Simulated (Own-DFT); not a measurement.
# How strain changes the stress of 4H SiC, 72 atoms (C36Si36)

All numbers below are calculated, not measured. The program, named Own-DFT, is a retired in-house plane-wave density functional code that no person has reviewed. Each row is one single-point run on a periodic cell that was not relaxed, without spin or spin-orbit coupling.

Settings of every run: PBE; PseudoDojo norm-conserving scalar-relativistic files; cutoff 42 hartree; 4 x 4 x 3 k mesh centred on Gamma; Fermi-Dirac smearing of 0.1 eV.

Known limits: forces on such cells passed a denser k mesh, each cell not checked; stress not checked against mesh or cutoff.

Unstrained cell vectors in Å: (9.248, 0.000, 0.000); (-4.624, 8.009, 0.000); (0.000, 0.000, 10.068). The unstrained cell has measured lattice constants (interpolated for alloys), not those of this functional. That, the random moves and any unrelaxed bonds set the pressure at no strain. Each run strains this cell uniformly, with the atoms carried along. Every atom was also moved at random, by a Gaussian of width 0.05 Å on each axis. Strain is the symmetric tensor, in per cent. Stress is positive in tension, and the pressure is minus a third of its trace.

```
run  e_xx (%)  e_yy (%)  e_zz (%)  e_yz (%)  e_xz (%)  e_xy (%)  s_xx (GPa)  s_yy (GPa)  s_zz (GPa)  s_yz (GPa)  s_xz (GPa)  s_xy (GPa)  P (GPa)  E (meV/atom)
  1      0.55      0.70     -1.12     -0.35      1.64      0.52       -1.28       -1.08      -13.68       -1.42        5.64        3.05     5.35          19.5
  2      0.58     -1.11      1.58     -0.80     -0.84      0.33       -2.34       -9.44        3.26       -2.34       -2.79        1.33     2.84           4.5
  3     -0.67      0.70      1.88     -1.30     -0.46      0.14       -7.08       -0.92        4.45       -4.78       -0.17        1.67     1.18          13.5
  4     -0.94      1.40      0.54      0.72      1.11      1.79       -8.68        2.00       -2.73        2.44        4.23        6.84     3.14          16.8
  5      0.51     -0.31     -0.57      1.00     -0.06      0.57       -3.21       -5.01      -10.30        3.23       -0.70        2.58     6.17          22.5
  6      1.63     -1.97     -1.65      0.95     -0.41     -1.34        1.31      -14.44      -16.33        4.15       -0.87       -7.26     9.82          15.0
  7     -0.38     -0.34     -1.57     -0.14      0.16     -1.76       -4.75       -9.41      -19.89       -2.22       -0.41       -7.37    11.35          53.2
  8     -0.44      1.69     -1.02     -1.68     -1.43      1.12       -8.14        1.64      -11.80       -7.81       -2.97        6.60     6.10          52.1
  9      1.26      1.13     -1.47     -0.37     -0.50     -1.73        2.33       -0.32      -13.29       -1.27       -0.86       -7.45     3.76          35.2
 10      0.98      1.58      1.96      0.17      0.93      1.43        2.80        4.46        5.73        0.51        2.49        6.48    -4.33           2.7
 11     -1.82     -1.53     -0.89     -1.55     -1.33     -1.12      -17.39      -16.68      -16.15       -7.02       -3.83       -6.22    16.74          79.3
 12      1.43     -1.42      0.92      1.16     -1.68     -0.45        2.33      -11.55       -0.12        4.45       -5.36       -1.34     3.11          11.2
 13      1.45      1.33      1.24     -0.55      1.36      1.94        4.47        4.11        2.14       -1.62        4.04        8.20    -3.58           0.0
 14     -1.45      1.37     -1.68      0.59      1.05      1.02      -13.65        0.67      -14.40        2.20        4.39        4.58     9.13          10.2
 15     -0.33      1.50      1.33     -1.75     -0.47     -0.92       -5.06        4.65        0.20       -5.76       -1.02       -3.74     0.07          12.2
 16     -1.79      0.84      1.21     -1.94     -1.33      2.00      -14.28       -2.12       -0.29       -7.21       -4.66        9.91     5.56          32.0
 17     -1.67      1.54      1.16     -1.51      1.22     -1.52           ?           ?           ?           ?           ?           ?        ?             ?
```

E is the free energy for each atom above the lowest run shown.

## Worked fit

Each stress component was fitted by least squares to a constant and the strains of the runs shown, as fractions, with shears doubled. Shear strains stay in the fit of a normal stress only where such slopes are resolved. The slopes, in GPa:

| stress | at no strain | per e_xx | per e_yy | per e_zz | scatter |
|---|---|---|---|---|---|
| s_xx | -5.0 | 565 ± 26 | 73 ± 25 | 40 ± 22 | 1.15 |
| s_yy | -5.3 | 96 ± 24 | 533 ± 23 | 65 ± 20 | 1.07 |
| s_zz | -7.0 | 83 ± 34 | 76 ± 32 | 595 ± 29 | 1.51 |

Each shear stress against twice its own strain: yz 187 ± 14, xz 148 ± 13, xy 226 ± 12 GPa. These are stiffnesses along x, y and z of the frame in which the cell vectors are given, which need not be the crystal's axes. The atoms are held to the strained lattice; where symmetry lets them move under strain, relaxing them would lower some slopes. The table should be nearly symmetric about its diagonal, and what it lacks of that shows the noise. A ninth of its sum, 236 ± 6 GPa, estimates the bulk modulus near the mean pressure of these runs, 4.8 GPa, so it lies above the value at zero pressure.

## Withheld run

Question: what normal stresses and pressure should run 17 give?

The fit gives s_xx = -12.8, s_yy = 2.1, s_zz = -0.3 and P = 3.7 GPa. The calculation gave -13.38, 2.66, 2.04 and P = 2.89 GPa.
